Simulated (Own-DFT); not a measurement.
# One host, several defects: wurtzite GaN

Everything here is calculated. The program is Own-DFT (plane waves, in-house, since retired, never reviewed by a person); positions were held fixed, and spin and spin-orbit coupling were off.

Settings: PBE; PseudoDojo norm-conserving scalar-relativistic files; cutoff 42 hartree; 4 x 4 x 3 k mesh centred on Gamma; Fermi-Dirac smearing of 0.1 eV.

Keep in mind (not all hold for every row): not probed for a lower state with spin; forces not confirmed at this smearing and k mesh; stress not checked against mesh or cutoff.

All runs share one cell, with vectors in Å (9.567, 0.000, 0.000); (-4.784, 8.285, 0.000); (0.000, 0.000, 10.370) and a volume of 822.0 Å³. The atoms are randomly displaced, by u rms on each axis. The defect's site can differ from row to row.

```
cell,formula,u (Å),P (GPa)
no defect,Ga36N36,0.0188,5.88
no defect,Ga36N36,0.0486,7.62
no defect,Ga36N36,0.0489,7.73
one N on a Ga site,Ga35N37,0.0294,5.54
one N on a Ga site,Ga35N37,0.0317,?
one N on a Ga site,Ga35N37,0.0506,6.34
one N on a Ga site,Ga35N37,0.0518,7.17
one Ga on an N site,Ga37N35,0.0302,12.26
one Ga on an N site,Ga37N35,0.0519,12.83
one Ga on an N site,Ga37N35,0.0555,13.73
```

## Worked fit

P = P0 + c u² + a shift for each defect gives P0 = 5.85 GPa, c = 725 ± 133 GPa/Å² and a scatter of 0.36 GPa. The shifts, and each times the cell's volume:

- one Ga on an N site: 5.48 ± 0.31 GPa, 28.1 eV
- one N on a Ga site: -0.97 ± 0.30 GPa, -5.0 eV

Against the defect-free cell, a freed cell would be larger where the shift is positive and smaller where it is negative (160.2 GPa Å³ is 1 eV). The atoms around the defects weren't relaxed, which would change these numbers.

## The run left out

Asked: what pressure belongs in the blank (one N on a Ga site, u = 0.0317 Å)?

The fit gives 5.60 ± 0.44 GPa. The run itself gave 5.47 GPa.
